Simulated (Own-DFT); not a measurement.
AlGa$_{3}$N$_{4}$ (wurtzite random alloy, strained, atoms displaced) (calculated)

Computed with Own-DFT development build. A calculation, not a measurement: plane-wave density functional theory by an unreviewed code, no spin, of a simulated periodic cell, stress positive in tension, run twice, with PBE and with PBEsol, both on files made for PBE, so the change isn't that of files made for PBEsol, forces on such cells passed a denser k mesh, this cell's mesh not checked; the far tail of each file's local potential was reset to the Coulomb form; each entry is a single point on an unrelaxed cell, so the pressure reflects the starting lattice, mostly measured values (interpolated for alloys), from which strain is counted, and rises with the displacements; printed positions are rounded, which can move forces by about a meV/angstrom; the program, named Own-DFT, is a retired in-house code; no spin-orbit coupling; stress was not checked against mesh or cutoff.

Common to all runs: functional PBE, then PBEsol; potential files PseudoDojo norm-conserving, scalar-relativistic, standard set; wave cutoff 42 hartree; occupations Fermi-Dirac; smearing width 0.1 eV; k mesh 4 x 4 x 3 centred on Gamma.

(1) 
```cif
# cell vector a (Å): 9.5330 0.0000 0.0000
# cell vector b (Å): -4.7665 8.2558 0.0000
# cell vector c (Å): 0.0000 0.0000 10.2685
data_AlGa3N4
_symmetry_space_group_name_H-M 'P 1'
_symmetry_Int_Tables_number 1
_cell_length_a 9.5330
_cell_length_b 9.5330
_cell_length_c 10.2685
_cell_angle_alpha 90.000
_cell_angle_beta 90.000
_cell_angle_gamma 120.000
_cell_volume 808.16
loop_
_atom_site_label
_atom_site_type_symbol
_atom_site_fract_x
_atom_site_fract_y
_atom_site_fract_z
_atom_site_occupancy
Ga1 Ga 0.10193 0.22210 0.00227 1
Ga2 Ga 0.22688 0.11190 0.26424 1
N1 N 0.10880 0.22577 0.19315 1
N2 N 0.22599 0.11151 0.44076 1
Ga3 Ga 0.11207 0.22722 0.49837 1
Ga4 Ga 0.22397 0.11432 0.74257 1
N3 N 0.11437 0.22589 0.69021 1
N4 N 0.23129 0.12320 0.94001 1
Ga5 Ga 0.10599 0.55601 0.99468 1
Ga6 Ga 0.22496 0.44772 0.25187 1
N5 N 0.10880 0.55957 0.18857 1
N6 N 0.22866 0.44530 0.43696 1
Al1 Al 0.11405 0.55505 0.50066 1
Ga7 Ga 0.21741 0.43179 0.73948 1
N7 N 0.11770 0.56130 0.68992 1
N8 N 0.23284 0.45286 0.94053 1
Ga8 Ga 0.10666 0.88333 0.99908 1
Ga9 Ga 0.23394 0.78569 0.24633 1
N9 N 0.10061 0.88665 0.19544 1
N10 N 0.21947 0.77506 0.43704 1
Ga10 Ga 0.10816 0.88644 0.50833 1
Ga11 Ga 0.21542 0.77851 0.75828 1
N11 N 0.12215 0.90168 0.68886 1
N12 N 0.21247 0.77529 0.94219 1
Al2 Al 0.44794 0.22422 0.99450 1
Ga12 Ga 0.55565 0.11082 0.24854 1
N13 N 0.45039 0.22887 0.19445 1
N14 N 0.54927 0.11304 0.44058 1
Ga13 Ga 0.43981 0.22193 0.49707 1
Al3 Al 0.54622 0.10784 0.75062 1
N15 N 0.44269 0.22364 0.68852 1
N16 N 0.55447 0.11390 0.93507 1
Al4 Al 0.43866 0.55647 0.00245 1
Ga14 Ga 0.54770 0.44336 0.25047 1
N17 N 0.44770 0.55561 0.18635 1
N18 N 0.56128 0.45384 0.44326 1
Ga15 Ga 0.43499 0.54226 0.50286 1
Al5 Al 0.56323 0.45350 0.75216 1
N19 N 0.45357 0.55854 0.69429 1
N20 N 0.56608 0.45310 0.93552 1
Ga16 Ga 0.44051 0.88096 0.99504 1
Al6 Al 0.55477 0.77760 0.25281 1
N21 N 0.44753 0.89079 0.19260 1
N22 N 0.56299 0.77152 0.43743 1
Ga17 Ga 0.45363 0.89450 0.48922 1
Ga18 Ga 0.54815 0.77142 0.74721 1
N23 N 0.45308 0.89118 0.69189 1
N24 N 0.55391 0.77642 0.94478 1
Ga19 Ga 0.78280 0.21964 0.00849 1
Ga20 Ga 0.89018 0.11127 0.25585 1
N25 N 0.78710 0.22496 0.18715 1
N26 N 0.89036 0.11015 0.44374 1
Ga21 Ga 0.78024 0.22871 0.49734 1
Al7 Al 0.89440 0.10628 0.76316 1
N27 N 0.77214 0.22293 0.68096 1
N28 N 0.89280 0.11843 0.94840 1
Ga22 Ga 0.77571 0.56214 0.00031 1
Ga23 Ga 0.89632 0.44808 0.24940 1
N29 N 0.77397 0.55383 0.18868 1
N30 N 0.88603 0.43902 0.43886 1
Ga24 Ga 0.77743 0.55499 0.49996 1
Al8 Al 0.88825 0.44980 0.75023 1
N31 N 0.77474 0.55251 0.69120 1
N32 N 0.88793 0.44497 0.93326 1
Ga25 Ga 0.77214 0.88268 0.99924 1
Ga26 Ga 0.89744 0.78034 0.24016 1
N33 N 0.77987 0.89687 0.18345 1
N34 N 0.88526 0.77515 0.43818 1
Al9 Al 0.78667 0.88822 0.49292 1
Ga27 Ga 0.89185 0.78057 0.75568 1
N35 N 0.77194 0.89249 0.68988 1
N36 N 0.89766 0.78281 0.94106 1
_calc_PBE_pressure 6.37  # GPa
_calc_PBE_stress_xx -6.38  # GPa
_calc_PBE_stress_yy -6.07  # GPa
_calc_PBE_stress_zz -6.66  # GPa
_calc_PBE_stress_yz -0.8  # GPa
_calc_PBE_stress_xz -0.34  # GPa
_calc_PBE_stress_xy -1.04  # GPa
_calc_PBEsol_pressure 1.52  # GPa
_calc_PBEsol_stress_xx -1.5  # GPa
_calc_PBEsol_stress_yy -1.19  # GPa
_calc_PBEsol_stress_zz -1.87  # GPa
_calc_PBEsol_stress_yz -0.77  # GPa
_calc_PBEsol_stress_xz -0.33  # GPa
_calc_PBEsol_stress_xy -0.99  # GPa
_calc_rms_change_of_force_components_from_PBE_to_PBEsol 0.07  # eV/angstrom
```

Force:
```csv
force element,PBE force x (eV/Å),PBE force y (eV/Å),PBE force z (eV/Å),PBEsol force x (eV/Å),PBEsol force y (eV/Å),PBEsol force z (eV/Å)
Ga,2.881,1.34,0.816,2.797,1.3,0.811
Ga,-0.748,0.054,-3.284,-0.734,0.054,-3.188
N,1.04,-0.171,0.236,1.003,-0.16,0.232
N,-1.436,-0.39,1.677,-1.396,-0.369,1.625
Ga,0.09,-0.997,0.152,0.101,-0.967,0.144
Ga,0.442,1.149,1.931,0.435,1.125,1.871
N,-1.255,-2.751,-0.692,-1.102,-2.603,-0.731
N,-0.361,-1.043,-0.085,-0.505,-1.101,-0.15
Ga,0.759,-1.038,0.647,0.732,-1.007,0.637
Ga,-0.351,0.005,-1.284,-0.331,-0.02,-1.243
N,1.397,0.449,-0.381,1.364,0.435,-0.372
N,-2.218,0.083,0.776,-2.041,0.006,0.72
Al,-0.521,0.464,-0.126,-0.508,0.447,-0.13
Ga,0.268,3.663,2.473,0.269,3.588,2.422
N,-1.098,-0.99,-0.835,-0.974,-0.908,-0.712
N,-1.248,-0.836,-0.609,-1.403,-0.924,-0.658
Ga,0.513,2.91,1.424,0.489,2.817,1.391
Ga,-2.103,-1.012,0.751,-2.065,-0.987,0.748
N,3.96,2.182,-1.617,3.867,2.121,-1.591
N,0.441,-0.393,0.562,0.436,-0.232,0.488
Ga,0.313,-0.377,-1.96,0.322,-0.355,-1.92
Ga,1.749,0.392,-1.64,1.716,0.371,-1.6
N,-0.905,-2.023,0.849,-0.889,-1.981,0.824
N,1.221,0.428,0.067,1.191,0.414,0.05
Al,-0.18,0.694,0.735,-0.163,0.708,0.768
Ga,0.414,1.084,0.218,0.385,1.06,0.228
N,-0.426,-1.392,-1.757,-0.417,-1.356,-1.589
N,1.177,0.302,-0.995,1.157,0.282,-0.986
Ga,1.096,1.167,1.067,1.065,1.124,1.042
Al,1.357,0.734,-0.83,1.348,0.724,-0.841
N,0.914,1.011,0.356,0.753,0.931,0.256
N,0.054,-0.381,0.577,0.182,-0.455,0.668
Al,1.621,-0.117,-0.4,1.648,-0.114,-0.393
Ga,1.441,0.825,0.599,1.408,0.798,0.588
N,-1.162,1.36,-0.089,-1.129,1.184,0.037
N,-0.351,-1.696,-0.779,-0.354,-1.667,-0.764
Ga,1.498,2.342,0.679,1.473,2.291,0.654
Al,-0.227,-1.354,-0.16,-0.233,-1.355,-0.177
N,-0.586,-1.875,-0.802,-0.728,-1.752,-0.851
N,-2.128,-1.041,0.271,-1.963,-0.934,0.349
Ga,-0.509,1.507,0.518,-0.488,1.478,0.511
Al,1.024,-0.107,-0.559,1.012,-0.114,-0.563
N,1.211,-0.329,-0.86,1.038,-0.251,-0.882
N,-0.428,0.774,-0.368,-0.544,0.696,-0.259
Ga,-0.209,-1.329,1.677,-0.222,-1.293,1.647
Ga,0.49,1.176,0.674,0.473,1.152,0.641
N,-2.028,0.348,-0.378,-1.959,0.183,-0.404
N,0.105,-1.108,-0.755,0.1,-0.931,-0.782
Ga,-1.967,0.953,-1.86,-1.895,0.927,-1.795
Ga,0.203,0.016,-0.432,0.208,0.038,-0.446
N,-1.1,-0.141,1.694,-1.07,-0.141,1.647
N,-0.113,-0.598,-0.225,-0.108,-0.419,-0.291
Ga,-0.276,-1.753,0.762,-0.278,-1.701,0.758
Al,-1.874,0.649,-1.925,-1.857,0.654,-1.91
N,0.683,0.268,2.741,0.684,0.26,2.542
N,-0.267,-2.047,-2.415,-0.259,-1.977,-2.2
Ga,1.276,-0.94,0.335,1.246,-0.92,0.331
Ga,-1.389,-0.219,0.095,-1.357,-0.22,0.092
N,0.309,0.127,0.147,0.305,0.144,0.129
N,1.149,2.111,-0.122,1.011,1.987,-0.167
Ga,0.391,0.237,0.216,0.368,0.232,0.205
Al,0.534,-1.461,-0.706,0.557,-1.439,-0.725
N,0.701,0.774,0.194,0.699,0.917,0.078
N,-0.279,-0.139,0.192,-0.257,-0.123,0.367
Ga,0.312,0.987,0.154,0.308,0.982,0.178
Ga,-3.46,-1.748,1.913,-3.357,-1.705,1.871
N,-0.51,-1.463,1.373,-0.391,-1.368,1.292
N,0.688,0.64,-0.006,0.835,0.527,-0.054
Al,-1.448,-0.034,1.382,-1.452,-0.031,1.398
Ga,-0.724,0.017,-1.468,-0.711,0.01,-1.422
N,1.848,0.422,-0.163,1.801,0.266,-0.088
N,-1.682,-0.35,-0.364,-1.645,-0.352,-0.36
```

(2) 
```cif
# cell vector a (Å): 9.5330 0.0000 0.0000
# cell vector b (Å): -4.7665 8.2558 0.0000
# cell vector c (Å): 0.0000 0.0000 10.2685
data_AlGa3N4
_symmetry_space_group_name_H-M 'P 1'
_symmetry_Int_Tables_number 1
_cell_length_a 9.5330
_cell_length_b 9.5330
_cell_length_c 10.2685
_cell_angle_alpha 90.000
_cell_angle_beta 90.000
_cell_angle_gamma 120.000
_cell_volume 808.16
loop_
_atom_site_label
_atom_site_type_symbol
_atom_site_fract_x
_atom_site_fract_y
_atom_site_fract_z
_atom_site_occupancy
Ga1 Ga 0.11194 0.23019 0.00049 1
Ga2 Ga 0.22744 0.11655 0.25220 1
N1 N 0.11525 0.22369 0.17451 1
N2 N 0.22448 0.11793 0.44266 1
Ga3 Ga 0.12410 0.22933 0.49441 1
Ga4 Ga 0.22311 0.10077 0.74802 1
N3 N 0.10297 0.21177 0.69687 1
N4 N 0.21144 0.10648 0.93293 1
Ga5 Ga 0.11443 0.55248 0.00248 1
Ga6 Ga 0.23060 0.43975 0.24437 1
N5 N 0.11026 0.56387 0.19486 1
N6 N 0.22169 0.44531 0.44153 1
Al1 Al 0.10262 0.54855 0.49544 1
Al2 Al 0.22198 0.44836 0.74845 1
N7 N 0.12500 0.56347 0.69164 1
N8 N 0.22986 0.45151 0.94889 1
Al3 Al 0.12288 0.89079 0.99485 1
Ga7 Ga 0.21566 0.76883 0.25801 1
N9 N 0.10954 0.88724 0.19826 1
N10 N 0.22085 0.77446 0.43590 1
Ga8 Ga 0.10344 0.88544 0.50853 1
Al4 Al 0.22150 0.77839 0.75421 1
N11 N 0.10433 0.88317 0.70111 1
N12 N 0.21832 0.78122 0.94177 1
Al5 Al 0.43657 0.21429 0.00390 1
Al6 Al 0.55281 0.10608 0.25159 1
N13 N 0.44616 0.22370 0.19312 1
N14 N 0.54956 0.09657 0.44466 1
Ga9 Ga 0.43894 0.21815 0.49659 1
Ga10 Ga 0.55042 0.09997 0.75346 1
N15 N 0.44738 0.22000 0.68706 1
N16 N 0.55752 0.11680 0.94537 1
Ga11 Ga 0.44657 0.55607 0.00328 1
Ga12 Ga 0.55628 0.43489 0.24354 1
N17 N 0.44996 0.55511 0.18695 1
N18 N 0.55229 0.44746 0.43328 1
Ga13 Ga 0.44844 0.55876 0.48651 1
Ga14 Ga 0.55786 0.45280 0.74950 1
N19 N 0.44311 0.55947 0.68888 1
N20 N 0.55152 0.43413 0.94658 1
Ga15 Ga 0.45160 0.89592 0.98653 1
Ga16 Ga 0.55232 0.78156 0.24732 1
N21 N 0.44339 0.89468 0.18649 1
N22 N 0.54912 0.76679 0.43745 1
Ga17 Ga 0.43738 0.89387 0.50076 1
Ga18 Ga 0.54972 0.76916 0.75008 1
N23 N 0.44034 0.87852 0.69353 1
N24 N 0.56166 0.78237 0.93503 1
Ga19 Ga 0.78716 0.23146 0.99799 1
Ga20 Ga 0.88376 0.10011 0.25585 1
N25 N 0.76754 0.22000 0.19348 1
N26 N 0.88457 0.10423 0.43408 1
Ga21 Ga 0.77772 0.21527 0.50325 1
Ga22 Ga 0.88534 0.12065 0.73931 1
N27 N 0.78831 0.23006 0.69375 1
N28 N 0.88488 0.11084 0.94551 1
Al7 Al 0.78680 0.55915 0.99507 1
Ga23 Ga 0.87897 0.44048 0.25065 1
N29 N 0.76972 0.56108 0.19379 1
N30 N 0.88870 0.44334 0.44931 1
Al8 Al 0.77959 0.55754 0.49360 1
Ga24 Ga 0.87885 0.44827 0.75388 1
N31 N 0.76691 0.55018 0.68598 1
N32 N 0.88668 0.44590 0.93514 1
Ga25 Ga 0.77549 0.89036 0.00762 1
Al9 Al 0.88157 0.77014 0.24846 1
N33 N 0.78023 0.89120 0.17757 1
N34 N 0.88375 0.77165 0.43307 1
Ga26 Ga 0.78113 0.88520 0.50448 1
Ga27 Ga 0.89339 0.77926 0.74495 1
N35 N 0.77949 0.89575 0.70118 1
N36 N 0.89177 0.77753 0.94477 1
_calc_PBE_pressure 6.81  # GPa
_calc_PBE_stress_xx -5.45  # GPa
_calc_PBE_stress_yy -8.44  # GPa
_calc_PBE_stress_zz -6.53  # GPa
_calc_PBE_stress_yz -0.15  # GPa
_calc_PBE_stress_xz 0.3  # GPa
_calc_PBE_stress_xy 0.44  # GPa
_calc_PBEsol_pressure 1.97  # GPa
_calc_PBEsol_stress_xx -0.66  # GPa
_calc_PBEsol_stress_yy -3.53  # GPa
_calc_PBEsol_stress_zz -1.71  # GPa
_calc_PBEsol_stress_yz -0.14  # GPa
_calc_PBEsol_stress_xz 0.3  # GPa
_calc_PBEsol_stress_xy 0.44  # GPa
_calc_rms_change_of_force_components_from_PBE_to_PBEsol 0.071  # eV/angstrom
```

Force:
```csv
force element,PBE force x (eV/Å),PBE force y (eV/Å),PBE force z (eV/Å),PBEsol force x (eV/Å),PBEsol force y (eV/Å),PBEsol force z (eV/Å)
Ga,-0.054,-1.485,-2.668,-0.051,-1.452,-2.582
Ga,-0.705,-1.401,-0.608,-0.682,-1.363,-0.582
N,-0.339,-0.478,4.152,-0.316,-0.451,4.063
N,0.209,-2.042,-0.557,0.207,-1.974,-0.548
Ga,-2.102,-0.444,1.956,-2.032,-0.441,1.902
Ga,-0.842,2.177,0.374,-0.859,2.12,0.381
N,1.393,2.333,-1.331,1.352,2.165,-1.343
N,1.935,0.163,1.73,1.795,0.246,1.586
Ga,-0.996,1.137,0.321,-0.953,1.113,0.321
Ga,-1.501,0.576,0.496,-1.45,0.559,0.478
N,0.404,-2.993,-0.919,0.391,-2.913,-0.908
N,-0.812,0.497,-0.963,-0.641,0.402,-0.997
Al,1.398,1.085,1.236,1.402,1.085,1.233
Al,0.727,-0.955,0.461,0.73,-0.983,0.485
N,-1.586,-0.302,-0.751,-1.676,-0.341,-0.735
N,-0.575,-0.346,-2.52,-0.571,-0.342,-2.343
Al,-2.951,0.354,1.858,-2.96,0.371,1.874
Ga,0.032,2.569,-1.798,0.025,2.516,-1.751
N,-0.682,0.046,-1.371,-0.545,0.11,-1.279
N,-0.987,-0.69,2.762,-0.955,-0.541,2.643
Ga,0.7,0.075,-1.277,0.677,0.086,-1.26
Al,0.381,-0.795,-0.002,0.374,-0.777,0
N,2.574,-0.351,-2.095,2.376,-0.265,-2.109
N,1.503,-0.624,-1.33,1.654,-0.71,-1.242
Al,-0.245,0.492,-0.602,-0.278,0.483,-0.595
Al,-0.33,0.001,0.025,-0.346,0.012,0.059
N,0.831,-2.099,-1.093,0.691,-1.962,-0.97
N,-0.026,3.303,-1.982,-0.031,3.211,-1.809
Ga,1.466,1.223,0.775,1.41,1.185,0.77
Ga,0.197,1.375,-0.154,0.196,1.347,-0.153
N,-0.17,-0.032,0.106,-0.176,-0.052,0.098
N,-0.566,0.556,-0.775,-0.416,0.443,-0.828
Ga,0.996,0.61,-0.712,0.958,0.583,-0.676
Ga,-1.185,1.554,0.848,-1.175,1.524,0.842
N,-0.275,0.403,0.768,-0.28,0.385,0.739
N,2.143,-0.899,0.536,1.972,-0.937,0.475
Ga,-0.678,-1.382,2.067,-0.659,-1.353,2.004
Ga,-1.194,-1.71,0.918,-1.156,-1.662,0.89
N,-0.271,-1.909,-0.591,-0.128,-1.775,-0.605
N,0.843,0.666,-0.41,0.719,0.753,-0.484
Ga,-0.304,-1.049,1.904,-0.284,-1.028,1.875
Ga,0.374,-0.12,-0.096,0.361,-0.131,-0.094
N,0.064,-0.314,0.025,0.083,-0.479,-0.02
N,-0.034,3.355,-0.251,-0.03,3.261,-0.258
Ga,1.201,-3.299,0.928,1.176,-3.208,0.902
Ga,0.849,1.104,0.078,0.835,1.089,0.082
N,-1.392,0.799,-0.224,-1.23,0.864,-0.259
N,-0.523,-0.868,0.748,-0.52,-0.843,0.727
Ga,-0.634,-1.31,0.907,-0.611,-1.296,0.878
Ga,-0.069,1.316,-2.437,-0.078,1.279,-2.381
N,0.631,-0.074,0.017,0.755,0.035,-0.043
N,0.809,0.407,1.836,0.779,0.391,1.784
Ga,-0.61,0.402,-0.103,-0.595,0.394,-0.094
Ga,2.24,-1.735,2.966,2.2,-1.706,2.9
N,-3.11,0.166,-1.145,-3.025,0.146,-1.129
N,0.326,0.7,-1.183,0.311,0.703,-1.142
Al,-1.696,-0.024,1.03,-1.708,-0.043,1.033
Ga,0.584,0.537,0.364,0.579,0.512,0.357
N,2.12,-0.347,-1.715,2.059,-0.551,-1.622
N,-0.837,0.016,-0.837,-0.851,-0.158,-0.92
Al,-0.858,-1.118,0.586,-0.865,-1.121,0.587
Ga,1.724,0.269,-1.384,1.681,0.233,-1.336
N,1.129,1.546,-1.412,1.109,1.505,-1.229
N,0.328,0.951,1.42,0.465,0.827,1.323
Ga,0.935,0.178,-4.04,0.899,0.188,-3.941
Al,0.429,1.935,-0.653,0.415,1.959,-0.637
N,0.315,-1.167,4.944,0.195,-1.067,4.781
N,0.406,0.051,0.655,0.393,0.218,0.765
Ga,-1.281,-0.26,0.25,-1.248,-0.245,0.234
Ga,-2.596,-0.911,2.304,-2.541,-0.863,2.26
N,0.133,-1.102,-1.922,0.132,-1.082,-1.905
N,0.686,-0.292,-0.442,0.565,-0.19,-0.517
```

(3) 
```cif
# cell vector a (Å): 9.5330 0.0000 0.0000
# cell vector b (Å): -4.7665 8.2558 0.0000
# cell vector c (Å): 0.0000 0.0000 10.2685
data_AlGa3N4
_symmetry_space_group_name_H-M 'P 1'
_symmetry_Int_Tables_number 1
_cell_length_a 9.5330
_cell_length_b 9.5330
_cell_length_c 10.2685
_cell_angle_alpha 90.000
_cell_angle_beta 90.000
_cell_angle_gamma 120.000
_cell_volume 808.16
loop_
_atom_site_label
_atom_site_type_symbol
_atom_site_fract_x
_atom_site_fract_y
_atom_site_fract_z
_atom_site_occupancy
Ga1 Ga 0.11855 0.22354 0.99537 1
Ga2 Ga 0.22484 0.11776 0.25182 1
N1 N 0.10758 0.21838 0.18245 1
N2 N 0.20397 0.10299 0.44016 1
Ga3 Ga 0.11230 0.22917 0.49506 1
Ga4 Ga 0.20914 0.10831 0.75508 1
N3 N 0.10861 0.21424 0.68695 1
N4 N 0.22747 0.12537 0.94212 1
Ga5 Ga 0.11020 0.55428 0.99888 1
Al1 Al 0.22141 0.44412 0.25723 1
N5 N 0.11495 0.55959 0.19182 1
N6 N 0.21217 0.44119 0.43809 1
Ga6 Ga 0.11169 0.55676 0.50930 1
Ga7 Ga 0.22024 0.44720 0.75050 1
N7 N 0.10320 0.54002 0.69219 1
N8 N 0.21262 0.44053 0.93567 1
Al2 Al 0.11367 0.89734 0.00285 1
Ga8 Ga 0.23011 0.78609 0.24897 1
N9 N 0.10259 0.87989 0.18760 1
N10 N 0.21497 0.76604 0.42970 1
Ga9 Ga 0.08848 0.88134 0.50484 1
Ga10 Ga 0.21927 0.78768 0.76304 1
N11 N 0.10947 0.88160 0.68366 1
N12 N 0.23318 0.78150 0.93926 1
Ga11 Ga 0.44994 0.23129 0.99579 1
Ga12 Ga 0.55491 0.11185 0.25167 1
N13 N 0.44908 0.23070 0.19148 1
N14 N 0.54352 0.11290 0.44503 1
Ga13 Ga 0.43904 0.22054 0.50053 1
Al3 Al 0.54090 0.10207 0.74394 1
N15 N 0.44028 0.20907 0.68815 1
N16 N 0.54822 0.10858 0.93441 1
Al4 Al 0.45326 0.56008 0.00629 1
Ga14 Ga 0.54945 0.43720 0.24957 1
N17 N 0.43594 0.55182 0.19115 1
N18 N 0.56259 0.45046 0.44307 1
Ga15 Ga 0.44377 0.55814 0.49376 1
Ga16 Ga 0.56192 0.45278 0.74623 1
N19 N 0.44186 0.55082 0.68474 1
N20 N 0.55512 0.44408 0.93567 1
Al5 Al 0.45006 0.89788 0.99915 1
Ga17 Ga 0.55443 0.77848 0.25345 1
N21 N 0.44147 0.89149 0.19842 1
N22 N 0.54847 0.77464 0.44362 1
Ga18 Ga 0.44180 0.87867 0.51164 1
Al6 Al 0.55157 0.76964 0.75489 1
N23 N 0.44953 0.88418 0.69193 1
N24 N 0.55112 0.76639 0.94009 1
Al7 Al 0.77710 0.23014 0.99983 1
Ga19 Ga 0.88641 0.11267 0.25733 1
N25 N 0.78067 0.23204 0.19370 1
N26 N 0.88909 0.10494 0.44291 1
Ga20 Ga 0.78383 0.22176 0.50063 1
Ga21 Ga 0.89197 0.11064 0.75074 1
N27 N 0.78043 0.22021 0.68771 1
N28 N 0.87682 0.10758 0.93447 1
Al8 Al 0.78579 0.55760 0.00006 1
Ga22 Ga 0.89634 0.44950 0.25385 1
N29 N 0.78048 0.55361 0.17642 1
N30 N 0.88022 0.42814 0.43917 1
Ga23 Ga 0.77690 0.55984 0.49545 1
Ga24 Ga 0.90060 0.44955 0.75008 1
N31 N 0.77552 0.55167 0.68718 1
N32 N 0.88447 0.44198 0.93971 1
Al9 Al 0.77446 0.88079 0.00045 1
Ga25 Ga 0.88336 0.77151 0.25262 1
N33 N 0.77694 0.88287 0.18764 1
N34 N 0.89244 0.76757 0.43444 1
Ga26 Ga 0.77585 0.89088 0.49044 1
Ga27 Ga 0.87933 0.77513 0.75279 1
N35 N 0.77653 0.88620 0.69479 1
N36 N 0.89118 0.78412 0.94106 1
_calc_PBE_pressure 6.71  # GPa
_calc_PBE_stress_xx -5.79  # GPa
_calc_PBE_stress_yy -6.05  # GPa
_calc_PBE_stress_zz -8.29  # GPa
_calc_PBE_stress_yz 1.27  # GPa
_calc_PBE_stress_xz 0  # GPa
_calc_PBE_stress_xy 0.92  # GPa
_calc_PBEsol_pressure 1.85  # GPa
_calc_PBEsol_stress_xx -0.91  # GPa
_calc_PBEsol_stress_yy -1.22  # GPa
_calc_PBEsol_stress_zz -3.41  # GPa
_calc_PBEsol_stress_yz 1.23  # GPa
_calc_PBEsol_stress_xz 0  # GPa
_calc_PBEsol_stress_xy 0.91  # GPa
_calc_rms_change_of_force_components_from_PBE_to_PBEsol 0.065  # eV/angstrom
```

Force:
```csv
force element,PBE force x (eV/Å),PBE force y (eV/Å),PBE force z (eV/Å),PBEsol force x (eV/Å),PBEsol force y (eV/Å),PBEsol force z (eV/Å)
Ga,-3.311,0.393,0.821,-3.221,0.394,0.798
Ga,-0.337,-1.347,-0.341,-0.347,-1.32,-0.323
N,-0.211,1.314,1.616,-0.19,1.174,1.546
N,1.335,0.573,-0.296,1.299,0.582,-0.302
Ga,0.257,-1.238,1.421,0.251,-1.226,1.404
Ga,2.091,-0.064,-0.936,2.038,-0.033,-0.927
N,-0.597,1.402,-0.372,-0.59,1.358,-0.349
N,1.489,-3.078,-0.432,1.437,-2.879,-0.475
Ga,-0.028,0.072,0.976,-0.025,0.059,0.937
Al,-0.886,-0.196,-1.809,-0.878,-0.212,-1.799
N,1.047,-0.58,-0.439,0.898,-0.5,-0.478
N,1.079,0.936,-0.455,1.051,0.903,-0.259
Ga,-1.045,-0.171,-1.508,-1.011,-0.182,-1.477
Ga,1.508,-1.339,0.089,1.453,-1.321,0.091
N,0.947,3.194,-0.49,0.919,3.103,-0.491
N,1.854,1.13,0.732,1.723,1.053,0.675
Al,0.152,-0.391,0.156,0.165,-0.384,0.118
Ga,-1.728,-1.415,0.001,-1.691,-1.396,0.029
N,0.519,1.578,-0.732,0.515,1.528,-0.555
N,-0.143,1.093,2.729,-0.127,1.051,2.673
Ga,3.783,1.283,-0.928,3.686,1.254,-0.907
Ga,1.379,-1.148,-2.389,1.347,-1.129,-2.331
N,-1.134,0.4,1.917,-1.117,0.392,1.88
N,-1.383,0.778,2.096,-1.4,0.629,1.931
Ga,0.243,-0.746,0.578,0.221,-0.721,0.546
Ga,0.057,0.713,0.944,0.047,0.698,0.945
N,-0.204,-2.19,-1.027,-0.205,-2.132,-0.996
N,2.288,-1.382,-0.728,2.233,-1.343,-0.723
Ga,-0.951,0.093,0.493,-0.907,0.084,0.501
Al,2.343,0.871,0.473,2.349,0.863,0.471
N,-1.332,1.106,0.56,-1.473,1.181,0.462
N,1.11,0.285,0.204,0.97,0.39,0.238
Al,-1.09,-1.488,-0.631,-1.095,-1.513,-0.631
Ga,0.774,2.434,0.477,0.758,2.367,0.474
N,0.164,0.025,-0.104,0.293,0.098,0.004
N,-1.63,-0.974,-1.113,-1.599,-0.95,-1.1
Ga,0.057,-1.344,0.915,0.066,-1.307,0.917
Ga,-0.478,-2.077,0.15,-0.474,-2.032,0.147
N,-0.417,1.143,0.351,-0.399,0.987,0.295
N,0.307,2.128,0.79,0.321,1.943,0.688
Al,0.532,-0.991,0.616,0.547,-1.005,0.635
Ga,-0.142,-0.167,-0.525,-0.14,-0.165,-0.49
N,1.879,0.645,-2.802,1.824,0.629,-2.624
N,1.141,0.713,-1.017,1.116,0.694,-1.003
Ga,-2.127,1.264,-1.858,-2.069,1.226,-1.817
Al,0.358,0.302,-0.53,0.359,0.284,-0.536
N,-0.516,-0.323,1.666,-0.628,-0.386,1.506
N,-0.233,1.473,0.347,-0.239,1.485,0.343
Al,0.469,-1.485,-0.04,0.461,-1.48,-0.034
Ga,0.338,-0.112,-1.892,0.34,-0.112,-1.833
N,0.134,-1.471,-1.509,0.133,-1.437,-1.338
N,-0.465,0.738,-0.683,-0.466,0.725,-0.687
Ga,-1.728,-1.348,0.836,-1.679,-1.292,0.826
Ga,-1.083,-0.091,-0.226,-1.048,-0.081,-0.219
N,-1.281,-0.329,0.662,-1.141,-0.27,0.596
N,0.344,-0.308,2.066,0.451,-0.253,1.906
Al,-0.904,0.119,-1.136,-0.907,0.132,-1.187
Ga,-0.427,0.366,-0.303,-0.423,0.342,-0.288
N,-0.722,-0.147,1.785,-0.701,-0.138,1.968
N,0.037,2.912,0.12,0.045,2.848,0.108
Ga,1.47,-2.01,1.247,1.423,-1.963,1.223
Ga,-2.986,-2.236,0.388,-2.895,-2.188,0.378
N,0.973,0.822,-0.061,0.934,0.813,-0.058
N,-0.163,0.616,0.096,-0.01,0.698,-0.024
Al,-0.611,1.404,-0.231,-0.613,1.402,-0.245
Ga,0.621,-0.151,-1.641,0.621,-0.141,-1.588
N,-0.92,0.597,-0.011,-0.902,0.572,0.155
N,-3.056,0.542,-0.195,-2.985,0.528,-0.187
Ga,0.462,-1.618,2.036,0.449,-1.567,1.994
Ga,1.133,-0.322,-0.186,1.107,-0.303,-0.187
N,-1.328,-0.527,-1.309,-1.17,-0.448,-1.311
N,0.923,-0.657,0.529,0.917,-0.665,0.369
```
